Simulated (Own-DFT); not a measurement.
## Calculated data, TiO2 (rutile, atoms displaced)

Computed with Own-DFT development build. A calculation, not a measurement: plane-wave PBE density functional theory by an unreviewed code, no spin, of a simulated periodic cell, stress positive in tension, free energy of the whole cell less one offset for each atom, oxygen file: force components 24 meV/angstrom off all-electron in one glass; forces on such cells passed a denser k mesh, this cell's mesh not checked; offsets are fitted by least squares, one for each functional and potential file, so energies compare only between cells with the same atoms and settings and are not formation energies; the far tail of each file's local potential was reset to the Coulomb form; each entry is a single point on an unrelaxed cell, so the pressure reflects the starting lattice, mostly measured values (interpolated for alloys), from which strain is counted, and rises with the displacements; printed positions are rounded, which can move forces by about a meV/angstrom; the program, named Own-DFT, is a retired in-house code; no spin-orbit coupling; before rounding, a Quantum ESPRESSO 7.3.1 run of the same cell and cutoff gave forces within 1 meV/angstrom rms on each cell, which checks the program and not the settings.

Common to all runs: functional PBE; potential files PseudoDojo norm-conserving, scalar-relativistic, standard set; wave cutoff 72 hartree; occupations Fermi-Dirac; smearing width 0.1 eV; k mesh 3 x 3 x 3 centred on Gamma.

```json
{"entry": 1, "formula": "TiO2", "kind": "rutile, atoms displaced", "structure": {"cell_angstrom": [[9.1874, 0.0, 0.0], [0.0, 9.1874, 0.0], [0.0, 0.0, 8.8761]], "atoms_fractional": [["Ti", 0.00223, 0.99897, 0.00767], ["Ti", 0.25194, 0.24477, 0.16623], ["O", 0.14736, 0.14514, 0.00585], ["O", 0.35394, 0.3416, 0.99895], ["O", 0.40167, 0.08767, 0.16783], ["O", 0.10137, 0.40259, 0.17227], ["Ti", 0.01074, 0.99038, 0.32658], ["Ti", 0.2542, 0.25901, 0.50487], ["O", 0.1568, 0.15481, 0.33403], ["O", 0.33775, 0.35167, 0.3393], ["O", 0.4051, 0.09356, 0.50092], ["O", 0.10741, 0.41358, 0.49744], ["Ti", 0.99995, 0.00023, 0.67134], ["Ti", 0.24413, 0.25157, 0.82545], ["O", 0.159, 0.16125, 0.67168], ["O", 0.35409, 0.3441, 0.67082], ["O", 0.40406, 0.09409, 0.82585], ["O", 0.09506, 0.39981, 0.82971], ["Ti", 0.99715, 0.50066, 0.99881], ["Ti", 0.24301, 0.75423, 0.16969], ["O", 0.14732, 0.65055, 0.00686], ["O", 0.3474, 0.84854, 0.99926], ["O", 0.3953, 0.598, 0.1708], ["O", 0.09362, 0.89689, 0.16094], ["Ti", 0.99344, 0.49405, 0.33011], ["Ti", 0.25777, 0.74583, 0.50458], ["O", 0.14194, 0.65596, 0.32861], ["O", 0.33983, 0.83803, 0.33091], ["O", 0.39806, 0.60161, 0.49963], ["O", 0.09446, 0.90181, 0.495], ["Ti", 0.99928, 0.49864, 0.66874], ["Ti", 0.24776, 0.74333, 0.84319], ["O", 0.16168, 0.64782, 0.66321], ["O", 0.34634, 0.85401, 0.65753], ["O", 0.41457, 0.60296, 0.83191], ["O", 0.10388, 0.8891, 0.82372], ["Ti", 0.50802, 0.99442, 0.99392], ["Ti", 0.74642, 0.25108, 0.16618], ["O", 0.64487, 0.15149, 0.99912], ["O", 0.85077, 0.3515, 0.00269], ["O", 0.89818, 0.08921, 0.16851], ["O", 0.58899, 0.39778, 0.16992], ["Ti", 0.49951, 0.00433, 0.33199], ["Ti", 0.73787, 0.24984, 0.51044], ["O", 0.65452, 0.15066, 0.33964], ["O", 0.8355, 0.34509, 0.34157], ["O", 0.90306, 0.09779, 0.50574], ["O", 0.60275, 0.40607, 0.4876], ["Ti", 0.50584, 0.99845, 0.67177], ["Ti", 0.75803, 0.2486, 0.82898], ["O", 0.64829, 0.14856, 0.66737], ["O", 0.8447, 0.34498, 0.67411], ["O", 0.91333, 0.09799, 0.84294], ["O", 0.5911, 0.40264, 0.83045], ["Ti", 0.50444, 0.49702, 0.99336], ["Ti", 0.75512, 0.75508, 0.1724], ["O", 0.6501, 0.65056, 0.98994], ["O", 0.84496, 0.84635, 0.99436], ["O", 0.89407, 0.59852, 0.16229], ["O", 0.59529, 0.90387, 0.16177], ["Ti", 0.49903, 0.4943, 0.32838], ["Ti", 0.74806, 0.74148, 0.50172], ["O", 0.66366, 0.63976, 0.33016], ["O", 0.84528, 0.84936, 0.32581], ["O", 0.90062, 0.59374, 0.4908], ["O", 0.59982, 0.90911, 0.51227], ["Ti", 0.50271, 0.50487, 0.65884], ["Ti", 0.75083, 0.74605, 0.83364], ["O", 0.65252, 0.65381, 0.66863], ["O", 0.84495, 0.85003, 0.66596], ["O", 0.90708, 0.60621, 0.84129], ["O", 0.5964, 0.9002, 0.83484]]}, "results": {"free_energy_of_cell_above_offsets [eV]": "-16.799", "pressure [GPa]": 6.61, "stress_xx [GPa]": -6.62, "stress_yy [GPa]": -6.51, "stress_zz [GPa]": -6.71, "stress_yz [GPa]": 0.08, "stress_xz [GPa]": -0.08, "stress_xy [GPa]": 0.1, "force_element": ["Ti", "Ti", "O", "O", "O", "O", "Ti", "Ti", "O", "O", "O", "O", "Ti", "Ti", "O", "O", "O", "O", "Ti", "Ti", "O", "O", "O", "O", "Ti", "Ti", "O", "O", "O", "O", "Ti", "Ti", "O", "O", "O", "O", "Ti", "Ti", "O", "O", "O", "O", "Ti", "Ti", "O", "O", "O", "O", "Ti", "Ti", "O", "O", "O", "O", "Ti", "Ti", "O", "O", "O", "O", "Ti", "Ti", "O", "O", "O", "O", "Ti", "Ti", "O", "O", "O", "O"], "force_x [eV/angstrom]": [-0.715, 0.098, 0.742, -0.62, -0.525, -0.599, -0.452, 0.133, -0.641, 1.266, -0.591, -0.96, -0.321, 1.784, -1.505, 0.23, -0.674, -0.271, 0.492, 1.477, 0.264, -0.446, 0.86, 0.063, 0.887, -0.969, -0.284, 1.309, 1.514, -0.071, 1.1, 0.4, -1.33, -0.151, -0.921, -0.799, -1.188, 0.163, 1.235, -0.955, -0.066, 0.831, -0.31, 1.196, -0.455, 1.058, 0.102, -0.574, -1.928, -0.915, 1.218, 0.55, -1.113, 1.289, -0.826, -0.797, 0.08, 0.304, 0.82, 0.683, -1.13, -0.028, -0.709, 0.145, -0.278, 0.987, -0.512, 0.144, -0.136, 0.313, 0.353, 0.677], "force_y [eV/angstrom]": [0.148, 0.208, 0.668, 0.022, 0.99, -0.019, 1.281, -0.915, -0.772, 0.166, 0.918, -0.488, -0.651, -0.444, -1.424, 0.774, 0.598, 0.403, 0.247, -1.703, -0.245, -0.418, -0.53, 0.211, 0.377, 1.177, -0.344, 1.442, -1.418, 0.171, 1.137, 0.709, -0.935, -0.748, -0.12, 0.97, 0.324, -0.532, 0.954, -0.94, 0.631, -0.499, -0.336, -1.181, -0.237, 0.35, 0.159, -0.025, -0.68, -0.641, 1.313, 0.817, 0.693, -0.803, 0.52, -0.247, -0.208, 0.315, -0.74, -0.779, 1.288, 1.106, 0.912, 0.016, 0.298, -1.694, 0.018, 0.816, -0.705, -0.2, -0.948, -0.576], "force_z [eV/angstrom]": [-1.15, -0.273, -0.26, 0.146, 0.275, -0.677, 2.723, -1.224, 0.056, -0.451, -0.595, 0.852, -1.695, 2.18, -0.974, -0.257, 1.033, 0.068, 1.305, 1.007, -1.017, -0.288, -0.195, 0.372, -0.357, -0.179, 0.028, 0.12, 0.097, 0.481, -1.076, -0.667, 0.835, 0.581, -0.521, 0.505, 0.467, 0.754, 0.048, -0.232, -0.37, -0.372, 0.731, -2.277, -0.571, -0.969, 0.086, 1.744, -0.812, 1.85, 0.941, -0.447, -0.928, -0.513, 0.463, -1.042, 0.644, 0.36, -0.13, 0.668, -1.419, -0.327, 0.346, 0.944, 1.676, -1.857, 1.077, 1.037, -0.816, -0.214, -1.201, -0.146]}}
{"entry": 2, "formula": "TiO2", "kind": "rutile, atoms displaced", "structure": {"cell_angstrom": [[9.1874, 0.0, 0.0], [0.0, 9.1874, 0.0], [0.0, 0.0, 8.8761]], "atoms_fractional": [["Ti", 0.99127, 0.00207, 0.98806], ["Ti", 0.25198, 0.2459, 0.17406], ["O", 0.15402, 0.14449, 0.00019], ["O", 0.34545, 0.34174, 0.99808], ["O", 0.40219, 0.08832, 0.15995], ["O", 0.09533, 0.4031, 0.16103], ["Ti", 0.99538, 0.99906, 0.33627], ["Ti", 0.25286, 0.251, 0.50762], ["O", 0.15875, 0.15255, 0.33533], ["O", 0.34949, 0.34503, 0.33704], ["O", 0.39728, 0.09653, 0.50216], ["O", 0.10438, 0.40291, 0.50174], ["Ti", 0.00207, 0.00981, 0.66732], ["Ti", 0.25336, 0.24863, 0.81943], ["O", 0.16503, 0.15037, 0.65959], ["O", 0.35424, 0.34047, 0.6537], ["O", 0.39721, 0.09391, 0.83805], ["O", 0.09501, 0.40693, 0.83149], ["Ti", 0.9949, 0.50485, 0.0017], ["Ti", 0.25033, 0.75444, 0.16913], ["O", 0.15015, 0.65117, 0.99784], ["O", 0.34711, 0.84787, 0.00219], ["O", 0.40829, 0.59603, 0.16541], ["O", 0.09391, 0.89427, 0.16673], ["Ti", 0.99699, 0.49634, 0.3352], ["Ti", 0.25251, 0.75757, 0.49655], ["O", 0.15743, 0.66145, 0.3309], ["O", 0.34348, 0.85558, 0.33561], ["O", 0.41439, 0.59953, 0.49725], ["O", 0.0905, 0.90147, 0.50003], ["Ti", 0.99325, 0.49939, 0.67173], ["Ti", 0.25551, 0.75179, 0.83709], ["O", 0.15874, 0.66402, 0.65631], ["O", 0.34732, 0.84721, 0.66263], ["O", 0.39556, 0.58401, 0.83136], ["O", 0.10673, 0.89264, 0.84489], ["Ti", 0.49605, 0.00488, 0.99579], ["Ti", 0.75987, 0.25057, 0.16377], ["O", 0.64903, 0.15688, 0.99572], ["O", 0.83669, 0.35244, 0.99717], ["O", 0.91581, 0.09646, 0.16532], ["O", 0.59599, 0.40283, 0.172], ["Ti", 0.50822, 0.00622, 0.33932], ["Ti", 0.75482, 0.25067, 0.50143], ["O", 0.64881, 0.15299, 0.3314], ["O", 0.84344, 0.34855, 0.32913], ["O", 0.90396, 0.09468, 0.49709], ["O", 0.59746, 0.40482, 0.50696], ["Ti", 0.50058, 0.00492, 0.66331], ["Ti", 0.75368, 0.24425, 0.84049], ["O", 0.65648, 0.14755, 0.66032], ["O", 0.84819, 0.35697, 0.67131], ["O", 0.9018, 0.08769, 0.8329], ["O", 0.59386, 0.39026, 0.84049], ["Ti", 0.49732, 0.49704, 0.00249], ["Ti", 0.74307, 0.74119, 0.16392], ["O", 0.65564, 0.64704, 0.00625], ["O", 0.8451, 0.84195, 0.00248], ["O", 0.9003, 0.60104, 0.16897], ["O", 0.59768, 0.90283, 0.17144], ["Ti", 0.50303, 0.5018, 0.33568], ["Ti", 0.74517, 0.74583, 0.50686], ["O", 0.65292, 0.65727, 0.3319], ["O", 0.84518, 0.85342, 0.3393], ["O", 0.90121, 0.61248, 0.48915], ["O", 0.60527, 0.90691, 0.50547], ["Ti", 0.50332, 0.49885, 0.65274], ["Ti", 0.74753, 0.74524, 0.83439], ["O", 0.64787, 0.64757, 0.6674], ["O", 0.84337, 0.84747, 0.66481], ["O", 0.90164, 0.58479, 0.83791], ["O", 0.59003, 0.89631, 0.83659]]}, "results": {"free_energy_of_cell_above_offsets [eV]": "-16.100", "pressure [GPa]": 7.07, "stress_xx [GPa]": -6.76, "stress_yy [GPa]": -6.62, "stress_zz [GPa]": -7.82, "stress_yz [GPa]": -0.02, "stress_xz [GPa]": 0.29, "stress_xy [GPa]": -0.19, "force_element": ["Ti", "Ti", "O", "O", "O", "O", "Ti", "Ti", "O", "O", "O", "O", "Ti", "Ti", "O", "O", "O", "O", "Ti", "Ti", "O", "O", "O", "O", "Ti", "Ti", "O", "O", "O", "O", "Ti", "Ti", "O", "O", "O", "O", "Ti", "Ti", "O", "O", "O", "O", "Ti", "Ti", "O", "O", "O", "O", "Ti", "Ti", "O", "O", "O", "O", "Ti", "Ti", "O", "O", "O", "O", "Ti", "Ti", "O", "O", "O", "O", "Ti", "Ti", "O", "O", "O", "O"], "force_x [eV/angstrom]": [2.928, -0.223, -0.346, 0.08, -0.303, -0.225, 0.794, -0.258, -0.664, 0.536, 1.018, -1.323, 0.74, 0.246, -2.314, 0.446, 0.055, 0.631, 2.096, -0.822, -0.072, 0.541, -0.411, 0.079, 1.366, -0.644, -0.809, 0.908, -0.949, 0.295, 1.89, 0.161, -1.294, 1.115, 0.444, -1.767, 0.039, -1.05, 0.729, 0.808, -1.832, 0.939, -0.573, -0.638, 1.051, 0.396, -0.646, 1.695, -0.4, -2.384, 0.464, -0.637, -0.964, 0.715, -0.924, 0.375, -0.438, -0.005, 0.458, 0.09, -0.553, 0.904, -0.627, -0.079, 0.825, -1.016, -0.988, -0.165, 0.652, 0.428, -1.426, 0.834], "force_y [eV/angstrom]": [-1.824, -0.217, 0.493, 0.136, 1.062, -0.165, -2.136, 0.481, -0.369, 0.478, -0.528, 0.604, -2.637, 0.948, -1.458, 0.717, 0.546, -0.941, 0.435, 0.563, -0.304, -0.047, 0.229, 0.3, 1.067, -0.263, -1.682, 0.293, 0.457, 0.533, 0.893, -1.101, -1.497, 0.993, 0.46, 1.802, -1.209, -0.349, -0.485, -0.358, 1.507, -0.846, -1.29, -0.298, 0.936, 0.055, 1.552, -1.612, -1.204, 1.501, 0.695, -1.272, 1.461, 0.034, -0.783, 1.832, -0.292, 0.306, -0.728, 0.017, -0.092, 1.025, -0.865, 0.06, -1.847, 0.297, 0.678, 1.177, 0.281, 0.113, 1.928, -0.245], "force_z [eV/angstrom]": [3.506, -1.082, -0.781, -0.192, 1.005, 0.768, -1.766, -4.048, -0.102, -0.381, 0.109, -0.163, -1.804, 4.207, 1.285, 1.79, -1.175, -0.551, 1.103, -0.066, 0.14, -0.325, 0.584, 0.048, -0.24, 0.565, 0.266, -0.448, 0.183, 0.988, -0.59, -0.687, 0.857, 0.442, 0.108, -1.216, 1.398, 0.217, 0.507, 0.293, -0.332, -0.107, -1.73, 0.24, 0.393, 0.656, 1.499, -1.37, 0.366, -0.654, 0.168, -0.91, -1.335, -0.861, -1.071, 1.17, -1.298, -1.002, 0.239, -0.096, -2.0, -1.503, 0.578, -0.234, 0.493, -0.167, 3.44, 0.394, 0.62, 1.168, -0.957, -0.545]}}
{"entry": 3, "formula": "TiO2", "kind": "rutile, atoms displaced", "structure": {"cell_angstrom": [[9.1874, 0.0, 0.0], [0.0, 9.1874, 0.0], [0.0, 0.0, 8.8761]], "atoms_fractional": [["Ti", 0.00123, 0.99947, 0.99662], ["Ti", 0.24059, 0.2512, 0.16591], ["O", 0.16037, 0.16228, 0.99784], ["O", 0.35139, 0.35373, 0.9945], ["O", 0.39872, 0.09941, 0.17415], ["O", 0.10207, 0.39566, 0.16623], ["Ti", 0.99726, 0.00047, 0.34632], ["Ti", 0.24765, 0.24627, 0.49711], ["O", 0.16161, 0.16013, 0.34221], ["O", 0.34135, 0.34657, 0.33375], ["O", 0.40024, 0.09681, 0.50477], ["O", 0.10266, 0.40146, 0.49554], ["Ti", 0.0021, 0.99161, 0.67009], ["Ti", 0.24624, 0.246, 0.83843], ["O", 0.15232, 0.14076, 0.67053], ["O", 0.35499, 0.3529, 0.65397], ["O", 0.40392, 0.09661, 0.83528], ["O", 0.09431, 0.4073, 0.82803], ["Ti", 0.00441, 0.50195, 0.01067], ["Ti", 0.24839, 0.73749, 0.17371], ["O", 0.15555, 0.66132, 0.00084], ["O", 0.34653, 0.84703, 0.00241], ["O", 0.40843, 0.59783, 0.16968], ["O", 0.10638, 0.89678, 0.16223], ["Ti", 0.00036, 0.49644, 0.33812], ["Ti", 0.25126, 0.74896, 0.50504], ["O", 0.1643, 0.65262, 0.33171], ["O", 0.35185, 0.85551, 0.334], ["O", 0.40515, 0.58892, 0.48966], ["O", 0.09623, 0.904, 0.49595], ["Ti", 0.00312, 0.49437, 0.66471], ["Ti", 0.26136, 0.75363, 0.8296], ["O", 0.1465, 0.64848, 0.67361], ["O", 0.34528, 0.84852, 0.66126], ["O", 0.41168, 0.59551, 0.83325], ["O", 0.09333, 0.90573, 0.83467], ["Ti", 0.49825, 0.99598, 0.99019], ["Ti", 0.75294, 0.25066, 0.16308], ["O", 0.64431, 0.15702, 0.98938], ["O", 0.848, 0.34835, 0.99838], ["O", 0.90319, 0.10046, 0.17521], ["O", 0.60477, 0.40265, 0.16265], ["Ti", 0.50292, 0.00669, 0.33515], ["Ti", 0.75205, 0.25375, 0.50251], ["O", 0.65523, 0.14972, 0.32784], ["O", 0.83329, 0.35268, 0.33551], ["O", 0.90446, 0.10764, 0.49975], ["O", 0.59486, 0.4039, 0.50604], ["Ti", 0.50332, 0.00913, 0.66682], ["Ti", 0.74864, 0.25366, 0.8377], ["O", 0.65033, 0.14585, 0.67984], ["O", 0.85344, 0.35072, 0.66077], ["O", 0.91276, 0.10388, 0.83309], ["O", 0.59466, 0.39228, 0.8434], ["Ti", 0.50169, 0.48986, 0.99467], ["Ti", 0.74831, 0.74638, 0.1697], ["O", 0.63955, 0.64259, 0.00637], ["O", 0.84424, 0.849, 0.00381], ["O", 0.8997, 0.59353, 0.16811], ["O", 0.60296, 0.90343, 0.16793], ["Ti", 0.49737, 0.5015, 0.33764], ["Ti", 0.75126, 0.74004, 0.49596], ["O", 0.64869, 0.66015, 0.33297], ["O", 0.84642, 0.8497, 0.33182], ["O", 0.9072, 0.59799, 0.50097], ["O", 0.59634, 0.89737, 0.49948], ["Ti", 0.51292, 0.4954, 0.66756], ["Ti", 0.74744, 0.74884, 0.83694], ["O", 0.64945, 0.64856, 0.68346], ["O", 0.84063, 0.84644, 0.66662], ["O", 0.89912, 0.59641, 0.8426], ["O", 0.58591, 0.89526, 0.83497]]}, "results": {"free_energy_of_cell_above_offsets [eV]": "-16.255", "pressure [GPa]": 6.8, "stress_xx [GPa]": -6.68, "stress_yy [GPa]": -6.33, "stress_zz [GPa]": -7.38, "stress_yz [GPa]": -0.44, "stress_xz [GPa]": -0.1, "stress_xy [GPa]": -0.13, "force_element": ["Ti", "Ti", "O", "O", "O", "O", "Ti", "Ti", "O", "O", "O", "O", "Ti", "Ti", "O", "O", "O", "O", "Ti", "Ti", "O", "O", "O", "O", "Ti", "Ti", "O", "O", "O", "O", "Ti", "Ti", "O", "O", "O", "O", "Ti", "Ti", "O", "O", "O", "O", "Ti", "Ti", "O", "O", "O", "O", "Ti", "Ti", "O", "O", "O", "O", "Ti", "Ti", "O", "O", "O", "O", "Ti", "Ti", "O", "O", "O", "O", "Ti", "Ti", "O", "O", "O", "O"], "force_x [eV/angstrom]": [-0.553, 3.137, -1.651, -1.557, 0.098, -1.506, -0.234, 1.836, -2.281, 1.113, 0.494, -1.099, -0.495, 1.062, 0.465, -0.686, -0.869, 0.769, -0.357, 1.526, -0.905, 0.333, -0.433, -1.28, -0.22, 0.871, -2.096, -0.915, -0.976, 0.337, 0.289, 0.499, 1.006, -0.162, -1.327, 0.805, -0.267, -1.174, 0.964, 0.554, 0.656, -0.071, -0.448, -0.457, 0.259, 1.547, 0.081, 1.567, 0.112, 0.476, 0.929, -1.1, -0.611, 0.853, -0.321, -1.216, 2.193, 0.295, 0.761, -0.204, -0.47, -0.782, 0.183, 0.358, -0.242, 0.301, -2.11, 0.426, 0.636, 0.483, 0.07, 0.73], "force_y [eV/angstrom]": [-0.762, -0.851, -1.648, -1.28, 0.064, 1.437, 0.114, 0.716, -2.06, 0.742, -0.013, 0.655, 0.779, 1.364, 0.873, -0.562, 0.56, -0.923, 1.026, 1.969, -1.589, 0.28, -0.274, 1.419, 0.074, 0.216, -1.608, -1.217, 1.682, -0.767, 0.477, -0.951, 1.066, -0.197, 0.991, -0.844, -0.406, -0.247, -0.212, -0.02, -0.07, -0.492, -0.806, -0.522, 0.593, 0.736, -0.59, -1.081, -0.731, -0.615, 0.858, -0.561, -0.094, -0.035, 1.157, 1.063, 1.951, 0.236, -0.288, 0.062, -0.87, 1.655, -0.873, -0.337, 0.103, 0.108, -0.371, -0.531, 0.167, 0.239, 0.072, -0.202], "force_z [eV/angstrom]": [1.918, 1.331, -0.016, 0.264, -0.695, 0.519, -2.471, 1.754, -1.765, -0.261, 0.18, -0.055, 0.453, -2.007, -0.007, 1.18, -0.387, 0.76, -2.381, -1.362, -0.47, -0.899, 0.305, 0.199, 0.121, -1.034, 1.529, 0.786, 1.655, 0.609, 1.766, 1.734, -0.706, 0.185, -0.543, 0.019, 2.647, 0.261, 0.648, 0.156, -0.688, 0.615, -1.208, -0.675, 0.871, 0.29, 0.153, -0.826, -1.187, 0.339, -1.047, 0.096, 0.042, -1.96, 1.961, -1.3, -0.223, -0.255, 0.409, -0.324, -2.241, 0.697, 0.59, 0.801, -0.83, 0.745, 0.696, 0.592, -1.579, 0.064, -0.229, -0.307]}}
```
